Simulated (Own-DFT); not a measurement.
Simulation results for InGa3As4 (zincblende random alloy, strained, atoms displaced), Al3GaAs4 (zincblende random alloy, atoms displaced)

All values are calculated (Own-DFT development build). A calculation, not a measurement: plane-wave PBE density functional theory by an unreviewed code, no spin, of a simulated periodic cell, stress positive in tension, free energy of the whole cell less one offset for each atom, forces on such cells passed a denser k mesh, this cell's mesh not checked; offsets are fitted by least squares, one for each functional and potential file, so energies compare only between cells with the same atoms and settings and are not formation energies; the far tail of each file's local potential was reset to the Coulomb form; each entry is a single point on an unrelaxed cell, so the pressure reflects the starting lattice, mostly measured values, from which strain is counted, and rises with the displacements; printed positions are rounded, which can move forces by about a meV/angstrom; the program is a retired in-house code; no spin-orbit coupling; before rounding, a Quantum ESPRESSO 7.3.1 run of the same cell and cutoff gave forces within 1 meV/angstrom rms on each cell, which checks the program and not the settings.

Settings shared by all entries: functional PBE; potential files PseudoDojo norm-conserving, scalar-relativistic, standard set; wave cutoff 42 hartree; occupations Fermi-Dirac; smearing width 0.1 eV; k mesh 3 x 3 x 3 centred on Gamma.

(1) InGa3As4 (zincblende random alloy, strained, atoms displaced)

```xyz
64
Lattice="11.3066 0.0000 0.0000 0.0000 11.3066 0.0000 0.0000 0.0000 11.6914" Properties=species:S:1:pos:R:3 InGa3As4
Ga     0.0194    11.2565    11.6873
In    11.2333     2.7767     2.8813
Ga     2.8013    11.2599     2.9508
In     2.8808     2.8883     0.0320
As     1.4162     1.4705     1.4108
As     1.4613     4.2552     4.4040
As     4.2084     1.4221     4.4120
As     4.1301     4.3427     1.4570
Ga    11.2797    11.2823     5.8397
Ga     0.0655     2.8286     8.7642
Ga     2.8106    11.2678     8.7037
In     2.8570     2.8524     5.8602
As     1.4153     1.4555     7.3077
As     1.4585     4.2766    10.2657
As     4.2493     1.3748    10.2457
As     4.2113     4.2348     7.2304
In    11.2412     5.6487     0.0324
Ga     0.0218     8.5124     2.9521
Ga     2.9234     5.7021     2.8498
Ga     2.7580     8.4833     0.0194
As     1.4189     7.0852     1.4463
As     1.3436     9.9110     4.3726
As     4.2981     7.0643     4.3749
As     4.2046     9.9100     1.4406
Ga     0.0618     5.7093     5.8598
Ga     0.0773     8.4925     8.7729
Ga     2.8289     5.6881     8.7700
Ga     2.8635     8.4752     5.8348
As     1.3118     7.0882     7.3765
As     1.4027     9.8596    10.2852
As     4.1551     7.0708    10.2335
As     4.1903     9.9115     7.2583
Ga     5.6911    11.2989     0.0564
Ga     5.6636     2.7918     2.8832
Ga     8.4088     0.0174     2.8768
In     8.4795     2.7979    11.6903
As     7.1108     1.3852     1.3572
As     7.0569     4.2483     4.3095
As     9.8670     1.4792     4.3984
As     9.8437     4.2517     1.4657
In     5.6982    11.2924     5.7708
Ga     5.6582     2.8329     8.7672
Ga     8.4176    11.2246     8.7547
Ga     8.5620     2.9365     5.8110
As     7.0930     1.3532     7.2955
As     7.1122     4.1524    10.1539
As     9.8695     1.4821    10.1788
As     9.9018     4.3093     7.2937
Ga     5.7137     5.6177    11.6612
Ga     5.6871     8.5087     2.9334
Ga     8.4072     5.6942     3.0009
In     8.5118     8.4731     0.0169
As     7.0513     7.0695     1.4495
As     7.0051     9.8732     4.3385
As     9.8079     7.0591     4.3841
As     9.9111     9.9121     1.4849
Ga     5.6752     5.6382     5.9269
In     5.7630     8.4337     8.6837
Ga     8.5177     5.6624     8.7739
Ga     8.4879     8.4410     5.8330
As     7.0850     7.0719     7.2530
As     7.0801     9.8516    10.2654
As     9.9276     7.0344    10.2882
As     9.8751     9.8711     7.3027
```

| Item | Value |
| --- | --- |
| free energy of cell above offsets | -21.138 eV |
| pressure | 6.3 GPa |
| stress xx | -6.8 GPa |
| stress yy | -6.91 GPa |
| stress zz | -5.2 GPa |
| stress yz | -0.8 GPa |
| stress xz | 0.27 GPa |
| stress xy | -0.09 GPa |

Force:
```
element  x (eV/Å)  y (eV/Å)  z (eV/Å)
     Ga    -0.381     0.895    -0.082
     In     0.956     0.875     0.302
     Ga    -0.085      0.67    -0.365
     In    -0.154    -0.933     -0.94
     As     0.047    -2.346     0.304
     As     -0.67     1.661    -1.043
     As     0.313    -0.273    -2.354
     As     3.054      0.12     0.741
     Ga    -0.188     0.544     0.182
     Ga    -0.377     0.506     0.206
     Ga    -0.158     0.272     0.658
     In    -0.814     -0.55     -0.54
     As    -0.878      -1.4     0.594
     As    -0.467     0.003     -1.97
     As     0.707    -0.619    -0.886
     As     1.596     1.509     2.447
     In     1.082    -0.528     0.262
     Ga    -0.486    -0.513    -0.257
     Ga    -1.169     0.611     1.308
     Ga     0.593    -0.067    -0.015
     As     0.414     0.624      1.27
     As      0.68     -0.24       0.5
     As    -0.078     0.024     0.229
     As     0.227    -0.294     0.285
     Ga    -0.515    -0.307     -0.48
     Ga    -1.126     0.267     0.572
     Ga    -0.209    -0.304    -0.238
     Ga    -0.693    -0.241    -0.084
     As     1.469    -0.126    -0.817
     As     0.213     0.445    -0.734
     As     0.541    -0.251     0.545
     As    -0.517    -0.328     0.297
     Ga    -0.547     -0.31    -0.756
     Ga    -0.504     0.138    -0.222
     Ga     0.533    -0.111     0.563
     In     0.575     0.731    -0.261
     As    -1.617     -0.76     1.992
     As    -0.411    -0.322     0.901
     As    -1.101    -1.848      0.97
     As    -1.237     0.939     1.359
     In    -0.691     0.405     0.751
     Ga    -0.337    -0.552    -0.488
     Ga     0.491     0.563     0.284
     Ga    -0.759    -0.386     0.354
     As      0.79     1.581     0.575
     As    -1.038     1.643    -0.511
     As     1.308    -1.939    -1.023
     As     0.562     -0.25     0.174
     Ga    -0.517     0.074    -0.254
     Ga     -0.68    -0.385    -0.668
     Ga     0.258    -0.105    -0.993
     In     0.169    -0.026     0.221
     As     -0.78    -0.801     0.931
     As      2.09    -0.977    -0.836
     As     1.173     0.133    -0.027
     As     0.666     0.788     0.885
     Ga    -0.045    -0.114    -0.943
     In     -1.88     0.753     1.093
     Ga    -0.104     0.149     0.028
     Ga     -0.11     0.585    -0.205
     As     1.592    -1.632    -0.904
     As     -0.45     1.663    -0.169
     As     -0.48     0.827    -2.844
     As      0.15    -0.157     0.129
```

(2) InGa3As4 (zincblende random alloy, strained, atoms displaced)

```xyz
64
Lattice="11.3066 0.0000 0.0000 0.0000 11.3066 0.0000 0.0000 0.0000 11.6914" Properties=species:S:1:pos:R:3 InGa3As4
Ga    11.2547    11.2803     0.0465
In    11.2844     2.8239     2.9506
Ga     2.8336    11.2978     2.9745
Ga     2.8597     2.9082     0.1122
As     1.3552     1.4577     1.4804
As     1.3922     4.2858     4.4043
As     4.2438     1.3954     4.3745
As     4.2627     4.2029     1.4084
Ga     0.1006    11.2827     5.8006
Ga    11.2802     2.8258     8.7358
Ga     2.8416     0.0216     8.8116
In     2.7989     2.7779     5.8016
As     1.4609     1.3374     7.2326
As     1.4906     4.2318    10.2233
As     4.1780     1.4146    10.2074
As     4.3016     4.2356     7.3401
Ga     0.0234     5.5757    11.6452
In     0.0357     8.4902     2.8973
Ga     2.8902     5.6500     3.0092
Ga     2.7926     8.4413    11.6268
As     1.3717     7.1359     1.4688
As     1.4001     9.8852     4.3972
As     4.1663     7.1273     4.3946
As     4.1483     9.8767     1.5505
Ga    11.2661     5.5776     5.8399
In     0.0613     8.3977     8.7961
Ga     2.9469     5.7489     8.8470
In     2.7600     8.5647     5.8249
As     1.3596     7.1353     7.3683
As     1.3856     9.8962    10.2260
As     4.1987     7.0416    10.2697
As     4.2130     9.9079     7.2604
Ga     5.5072    11.2393     0.0083
In     5.6839     2.7554     2.9957
Ga     8.4942    11.2670     2.9334
In     8.5358     2.8737    11.6913
As     7.0560     1.4015     1.4393
As     7.0752     4.3314     4.3660
As     9.9561     1.3247     4.4120
As     9.8924     4.3214     1.4528
In     5.6620    11.2842     5.8087
Ga     5.6331     2.7610     8.7688
Ga     8.4076     0.0427     8.7607
Ga     8.3717     2.7916     5.8617
As     7.1636     1.3719     7.3838
As     7.0745     4.2672    10.2197
As     9.9135     1.4164    10.2299
As     9.7716     4.2246     7.3604
Ga     5.6465     5.6518     0.0556
Ga     5.6404     8.4856     3.0127
Ga     8.3738     5.7049     2.9000
Ga     8.4891     8.4753    11.6668
As     7.1413     7.0461     1.4222
As     7.1464     9.9178     4.4442
As     9.8678     6.9609     4.4425
As     9.8145     9.8376     1.4911
Ga     5.6878     5.6559     5.8339
Ga     5.7661     8.4319     8.7735
Ga     8.5155     5.6598     8.7629
Ga     8.5271     8.5459     5.7828
As     7.1542     7.0616     7.3163
As     7.0710     9.9192    10.2229
As     9.8496     7.0249    10.3178
As     9.7599     9.8588     7.3043
```

| Property | Result |
| --- | --- |
| free energy of cell above offsets | -21.126 eV |
| pressure | 6.27 GPa |
| stress xx | -6.75 GPa |
| stress yy | -6.85 GPa |
| stress zz | -5.21 GPa |
| stress yz | -0.54 GPa |
| stress xz | 0.26 GPa |
| stress xy | 0.35 GPa |

Force:
```
element  x (eV/Å)  y (eV/Å)  z (eV/Å)
     Ga     0.119     0.015    -0.138
     In    -0.596     0.736     0.034
     Ga    -0.618     0.407    -0.344
     Ga    -0.854    -1.032     -1.05
     As     1.557    -1.415    -1.014
     As     0.267     1.125    -0.162
     As    -0.998    -1.005    -0.534
     As    -0.051     1.202     1.014
     Ga    -1.144    -0.372     0.879
     Ga     0.455    -0.184    -0.064
     Ga    -0.313    -0.515     -0.48
     In     0.532     1.128      0.48
     As    -1.292     -0.44     1.863
     As     -0.21    -0.084    -0.356
     As     0.241     0.353     0.764
     As     0.045     0.562     0.187
     Ga     0.209     0.579     0.354
     In     -1.34    -0.214     1.118
     Ga    -0.538     0.059    -1.134
     Ga    -0.188     0.451      0.65
     As     1.787    -2.338    -1.564
     As    -0.377     2.101    -1.058
     As     1.583    -1.225    -0.268
     As     0.407    -0.533    -0.612
     Ga    -0.015     0.296     1.031
     In    -2.573     1.421     1.012
     Ga    -1.133    -0.987    -1.253
     In     0.181    -1.085     1.082
     As     1.719    -3.449    -1.903
     As     0.897     1.185     1.085
     As     1.582      0.93      0.45
     As     0.579    -0.158     2.618
     Ga     0.524     0.249     0.121
     In     0.231     0.864    -0.816
     Ga    -0.205     0.516    -0.237
     In    -0.501    -0.245     0.034
     As     0.219    -1.752    -0.249
     As     0.424    -0.228     0.849
     As     -1.51    -0.124     0.825
     As      0.12     1.148     0.812
     In     0.286     0.557      0.96
     Ga     0.526     0.399     0.211
     Ga     1.352      -0.8     0.829
     Ga     0.849     0.158     -0.38
     As    -1.288      1.23    -0.465
     As    -1.154      0.51    -0.807
     As     0.696    -1.073    -0.904
     As     0.961    -0.411    -0.754
     Ga     0.253     -0.01    -0.579
     Ga     0.541     0.054     -0.61
     Ga      1.26     -0.27     0.132
     Ga    -0.231     0.224    -0.085
     As    -1.375     0.884     0.217
     As     0.208      -1.1    -1.727
     As    -0.426     0.377    -0.194
     As    -0.375     1.011     -0.98
     Ga    -0.338     0.502     0.466
     Ga    -0.814      0.18    -0.135
     Ga    -0.482     0.251     0.629
     Ga    -0.055    -1.116     0.366
     As    -0.281     0.153    -0.621
     As    -0.343    -0.107     0.431
     As    -0.042    -0.583    -0.009
     As     1.046     1.041    -0.018
```

(3) Al3GaAs4 (zincblende random alloy, atoms displaced)

```xyz
64
Lattice="11.3183 0.0000 0.0000 0.0000 11.3183 0.0000 0.0000 0.0000 11.3183" Properties=species:S:1:pos:R:3 Al3GaAs4
Al     0.0024    11.2818     0.0081
Al    11.2998     2.8652     2.8202
Al     2.8143     0.0018     2.8258
Al     2.8330     2.8740     0.0377
As     1.3663     1.4283     1.4286
As     1.4409     4.3080     4.2649
As     4.2747     1.4078     4.2318
As     4.2088     4.2390     1.4272
Ga    11.2961     0.0215     5.6365
Ga     0.0291     2.8219     8.4772
Al     2.7945     0.0032     8.5058
Al     2.8653     2.8184     5.6575
As     1.4229     1.3744     7.0859
As     1.3801     4.2420     9.8847
As     4.2448     1.4025     9.8955
As     4.2051     4.2330     7.0775
Al     0.0007     5.6025     0.0157
Al     0.0041     8.4828     2.8160
Al     2.8149     5.7216     2.8188
Al     2.8171     8.4341    11.2937
As     1.4322     7.1084     1.4250
As     1.4058     9.9005     4.2467
As     4.2225     7.0769     4.2071
As     4.2491     9.8720     1.4328
Al     0.0072     5.6483     5.6608
Ga    11.2910     8.4916     8.4992
Ga     2.8303     5.6941     8.4788
Al     2.8759     8.4815     5.6833
As     1.4551     7.0714     7.0576
As     1.4298     9.9209     9.9388
As     4.2155     7.1027     9.8863
As     4.3074     9.8562     7.0777
Al     5.7088    11.3118    11.3025
Al     5.6090     2.8306     2.8392
Ga     8.5239     0.0013     2.7826
Al     8.4670     2.8327    11.2855
As     7.0665     1.3488     1.4140
As     7.0749     4.2502     4.2780
As     9.9425     1.4268     4.3251
As     9.8471     4.2354     1.4235
Al     5.6632     0.0358     5.6638
Al     5.6627     2.8381     8.4573
Al     8.5182    11.2885     8.5358
Al     8.4394     2.7876     5.6914
As     7.0743     1.4567     7.0261
As     7.1005     4.2307     9.9473
As     9.9039     1.4337     9.9027
As     9.9104     4.2271     7.0943
Ga     5.6920     5.6953     0.0032
Al     5.6792     8.4577     2.8327
Al     8.4982     5.6945     2.8816
Ga     8.4545     8.4750    11.3105
As     7.0554     7.0704     1.4217
As     7.1336     9.9394     4.2796
As     9.8920     7.1176     4.2085
As     9.9181     9.9010     1.4385
Al     5.6641     5.6414     5.6661
Al     5.6404     8.4898     8.5207
Al     8.4738     5.5726     8.4852
Ga     8.5112     8.5090     5.6626
As     7.0496     7.0765     7.0641
As     7.0472     9.9216     9.8834
As     9.9317     7.1197     9.9478
As     9.8976     9.8728     7.1068
```

| Quantity | Value |
| --- | --- |
| free energy of cell above offsets | -20.180 eV |
| pressure | 2.96 GPa |
| stress xx | -2.97 GPa |
| stress yy | -2.95 GPa |
| stress zz | -2.98 GPa |
| stress yz | 0.01 GPa |
| stress xz | 0.11 GPa |
| stress xy | 0.14 GPa |

Force:
```
element  x (eV/Å)  y (eV/Å)  z (eV/Å)
     Al    -0.189     0.412     0.008
     Al     0.114     0.015     0.498
     Al     0.027    -0.045    -0.081
     Al    -0.307    -0.571    -0.523
     As     0.342    -0.001    -0.114
     As    -0.032    -0.607      -0.3
     As    -0.494    -0.128     0.103
     As     0.377     0.551      0.06
     Ga     0.324    -0.654     0.551
     Ga    -0.161    -0.185    -0.075
     Al     0.603    -0.364    -0.131
     Al    -0.455    -0.109    -0.112
     As     0.055      0.35    -0.371
     As     0.577     0.098     0.202
     As     0.047     0.289      0.19
     As     0.412     0.214     0.064
     Al    -0.103      0.54     0.165
     Al     0.121     0.234     0.138
     Al      0.06    -0.401     0.013
     Al     0.126      0.71      0.37
     As    -0.461    -0.498    -0.337
     As      0.19    -0.119     0.168
     As     0.473    -0.093     0.473
     As     0.014     0.159    -0.356
     Al    -0.289      0.33     0.059
     Ga     0.622    -0.059      0.03
     Ga    -0.156     -0.39     0.128
     Al     -0.21     0.199    -0.347
     As    -0.582      0.24     0.067
     As    -0.104    -0.347    -0.269
     As     0.408    -0.472     0.176
     As    -0.531     0.778     0.041
     Al    -0.841    -0.159     0.182
     Al     0.685     0.071    -0.215
     Ga     0.146     0.159      0.76
     Al     0.135    -0.528     0.635
     As     0.037      0.98     0.046
     As     0.002    -0.215    -0.399
     As    -0.647     0.428    -0.998
     As     0.052     0.127     0.054
     Al     0.115    -0.416    -0.019
     Al    -0.085     0.003     0.358
     Al    -0.257     0.437    -0.514
     Al     0.774     0.691    -0.432
     As    -0.157    -0.846     1.065
     As    -0.679      0.08    -0.509
     As     0.183    -0.249     0.135
     As    -0.034    -0.103    -0.433
     Ga     -0.55    -0.319     -0.09
     Al     0.021     0.597     0.348
     Al    -0.307    -0.325    -0.352
     Ga     0.147     0.337     0.141
     As       0.4    -0.023     0.199
     As    -0.531    -0.135    -0.438
     As     0.412    -0.296     0.553
     As    -0.101    -0.266    -0.451
     Al    -0.424     0.229    -0.049
     Al     0.393    -0.202     -0.25
     Al     0.232     1.037     0.165
     Ga    -0.205    -0.187     0.141
     As     0.257    -0.177     0.338
     As     0.263    -0.326     0.105
     As    -0.386    -0.943    -0.297
     As     0.134     0.465    -0.265
```
